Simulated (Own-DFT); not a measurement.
## Calculated data, WC (WC crystal, strained, atoms displaced)

Computed with Own-DFT development build. A calculation, not a measurement: plane-wave density functional theory by an unreviewed code, no spin, of a simulated periodic cell, stress positive in tension, run twice, with PBE and with PBEsol, both on files made for PBE, so the change isn't that of files made for PBEsol, forces on such cells moved up to 12 meV/angstrom on a denser k mesh; the far tail of each file's local potential was reset to the Coulomb form; each entry is a single point on an unrelaxed cell, so the pressure reflects the starting lattice, taken from the Materials Project, from which strain is counted, and rises with the displacements; printed positions are rounded, which can move forces by about a meV/angstrom; the program, named Own-DFT, is a retired in-house code; no spin-orbit coupling; stress was not checked against mesh or cutoff.

```xyz
64
Lattice="5.8170 -4.9979 -2.9129 -0.1141 -4.9418 8.4046 -5.6784 -4.9437 -2.7245" Properties=species:S:1:pos:R:3:PBE_force_x:R:1:PBE_force_y:R:1:PBE_force_z:R:1:PBEsol_force_x:R:1:PBEsol_force_y:R:1:PBEsol_force_z:R:1 formula=WC functional=PBE,then_PBEsol potential_files=PseudoDojo_norm-conserving,scalar-relativistic,standard_set wave_cutoff=50 occupations=cold_(Marzari-Vanderbilt) smearing_width=0.2 k_mesh=4_x_4_x_4_centred_on_Gamma PBE_pressure=25.95 PBE_stress_xx=-25.65 PBE_stress_yy=-25.49 PBE_stress_zz=-26.7 PBE_stress_yz=1.58 PBE_stress_xz=-11.92 PBE_stress_xy=-3.2 PBEsol_pressure=17.32 PBEsol_stress_xx=-17.17 PBEsol_stress_yy=-17.03 PBEsol_stress_zz=-17.77 PBEsol_stress_yz=1.57 PBEsol_stress_xz=-11.88 PBEsol_stress_xy=-3.17 rms_change_of_force_components_from_PBE_to_PBEsol=0.022
W     -1.4546   -12.4207     2.8275      0.717      0.402     -0.107      0.705      0.397      -0.11
C     -0.0369   -11.5981     4.1827      0.506      0.448     -0.094      0.492      0.443     -0.085
W     -2.8318    -9.8537     2.8831     -3.646     -2.924     -1.983     -3.582     -2.892     -1.971
C     -1.4696    -9.1308     4.1360      0.832      0.702      2.625      0.823      0.697      2.586
W     -4.2492    -7.3761     0.1123      -0.64     -1.584      -2.94     -0.642     -1.554     -2.888
C     -2.8741    -6.5731     1.4217      1.002     -0.144       1.11      0.985     -0.142      1.089
W     -4.3292    -7.4223     2.7930      0.888      0.572      3.623      0.874      0.566      3.572
C     -2.7781    -6.5605     4.2270     -2.326     -0.748     -0.372     -2.293     -0.736     -0.364
W      1.5283   -12.3828     2.7467     -3.101     -0.655      -0.39     -3.059     -0.665     -0.381
C      2.8959   -11.6708     4.1261     -0.784      1.465      0.456     -0.769      1.442      0.444
W      0.1408    -9.9576    -2.9063      -1.03      0.909      3.194     -1.021      0.886      3.162
C      1.5160    -9.2007    -1.4290     -0.015      1.058     -0.312     -0.014      1.049      -0.31
W     -0.0016    -9.9139    -0.0346      2.166     -0.792       0.36      2.144     -0.787      0.371
C      1.5032    -9.0455     1.2881     -0.918     -1.179      2.472     -0.905     -1.164      2.434
W     -0.0967    -9.8949     2.7610      5.166     -2.417      1.365      5.081     -2.378      1.357
C      1.4161    -9.0987     4.1203     -0.656     -0.182      0.769      -0.65     -0.167      0.771
W     -1.2856    -7.3784    -2.7012      -2.67     -2.743     -2.429     -2.638     -2.705     -2.414
C      0.1786    -6.6235    -1.4505     -1.721      0.668      2.003     -1.699      0.652      1.968
W     -1.3610    -7.3949     0.0564     -1.139     -1.093     -1.705      -1.13     -1.091     -1.679
C      0.0412    -6.5880     1.3495      0.242      -0.03      1.151       0.24     -0.029      1.141
W     -1.3975    -7.4912     2.7979     -2.061      2.534     -0.593     -2.022      2.493      -0.57
C     -0.1157    -6.5769     4.1292      1.329     -0.723      2.166      1.315     -0.718      2.138
W     -1.5319    -7.4820     5.5804      1.788      1.535      0.913      1.762      1.528      0.913
C     -0.1654    -6.6140     7.0245      0.786     -0.353     -0.496      0.774     -0.351     -0.495
W     -2.8191    -4.9935    -2.7680     -0.328      0.469      0.532     -0.319      0.476      0.517
C     -1.4100    -4.0497    -1.4470      0.349     -2.401      1.378      0.341     -2.362      1.362
W     -2.7908    -4.9244     0.0870     -1.993     -1.308     -2.096     -1.983     -1.294     -2.063
C     -1.4213    -4.1749     1.4113      0.383      1.371      1.748      0.381      1.359      1.723
W      2.9212    -9.9191     0.0204      1.017      -0.71     -2.895      1.005     -0.701     -2.869
C     -1.4554    -4.1316     4.2736      0.056      0.707     -0.803      0.055      0.688     -0.785
W      2.9355    -9.9333     2.7567     -2.737       -0.5     -0.835     -2.684     -0.504     -0.838
C      4.2693    -9.1749     4.0686      0.426      1.314      1.639      0.423      1.299      1.614
W      1.4763    -7.4912    -2.7960        2.3      0.116     -2.042       2.27      0.124     -2.008
C      2.9209    -6.6048    -1.4090      0.031     -0.952     -1.376      0.029     -0.938      -1.36
W      1.4833    -7.5105    -0.0378       0.34      2.606      0.498      0.334      2.585      0.489
C      2.8090    -6.5987     1.3522      1.318     -0.595       0.16        1.3     -0.582      0.156
W      1.3642    -7.3918     2.8651      2.193     -1.562     -3.751      2.157     -1.531     -3.709
C      2.8465    -6.6310     4.1860     -0.102      0.198      0.093       -0.1      0.195      0.091
W      1.3286    -7.4521     5.5659      0.705      0.601       0.61      0.705      0.577      0.605
C     -2.9437   -11.5937     4.2566      1.337      0.367     -0.581      1.324      0.364     -0.572
W      0.0981    -4.9915    -2.7822     -0.992      0.793     -1.405     -0.972      0.782      -1.39
C      1.4586    -4.1534    -1.4043       0.48      0.031     -1.329      0.477      0.034     -1.314
W      0.0910    -4.8387     0.0731     -2.557     -4.417     -2.908     -2.525     -4.362     -2.877
C      1.5186    -4.1984     1.3273     -0.054      1.373      1.953     -0.052       1.35      1.918
W      0.0016    -4.9682     2.8462     -0.535      1.333     -1.816     -0.525        1.3     -1.794
C     -4.2960    -9.0500     1.4526       0.63     -0.618      0.324      0.619     -0.603      0.321
W     -0.0713    -4.9803     5.6201      0.247      0.317     -0.245      0.221      0.325     -0.244
C     -4.4197    -9.0726     4.3034      1.652      0.504     -0.727      1.635      0.498     -0.713
W     -1.4826    -2.5266     0.0321      1.835      2.345      0.286      1.825      2.302      0.277
C      0.0101    -1.5901     1.3943     -0.056     -1.704       -0.6     -0.063     -1.675     -0.583
W      4.4103    -7.3976    -0.1130     -1.797     -2.144      1.391     -1.778      -2.11       1.37
C      0.0623   -11.5685    -1.3861      0.177      0.019     -1.007      0.183      0.016     -0.998
W      4.3098    -7.4886     2.7486     -0.683      1.113     -0.826     -0.668      1.104     -0.812
C      0.0804   -11.5385     1.3286     -0.445      -0.86      0.998      -0.45     -0.847      0.976
W      2.7752    -9.9039     5.5507        1.4     -1.348     -0.622      1.389     -1.326     -0.603
C      4.3709    -4.2113    -1.4733      -0.44      1.416     -0.435     -0.435      1.395      -0.44
W      2.9053    -4.9684    -0.1140       0.91     -0.638      2.893      0.879     -0.634      2.868
C     -1.3797    -9.1762    -1.3820      0.092      1.653     -0.602       0.09      1.634     -0.592
W     -2.7948    -9.9474     0.0588     -1.131      0.887     -0.825     -1.114      0.871     -0.815
C     -1.3889    -9.1690     1.4338     -1.162      1.861     -1.392     -1.149      1.841     -1.373
W      1.4765    -2.5637    -0.0823     -1.033      3.359      2.603     -1.017      3.304      2.571
C     -2.8975    -6.6500    -1.3735      1.961      0.842      0.612      1.943      0.835      0.605
W      5.6555    -9.9167     5.4784      0.835     -1.242      0.274      0.831     -1.227       0.28
C     -4.2761    -4.1542    -1.3786       0.66      0.675      0.343      0.651      0.666      0.334
```

Units: wave_cutoff in hartree; smearing_width in eV; PBE_pressure, PBE_stress_xx, PBE_stress_yy, PBE_stress_zz, PBE_stress_yz, PBE_stress_xz, PBE_stress_xy, PBEsol_pressure, PBEsol_stress_xx, PBEsol_stress_yy, PBEsol_stress_zz, PBEsol_stress_yz, PBEsol_stress_xz, PBEsol_stress_xy in GPa; rms_change_of_force_components_from_PBE_to_PBEsol, PBE_force_x, PBE_force_y, PBE_force_z, PBEsol_force_x, PBEsol_force_y, PBEsol_force_z in eV/Å.
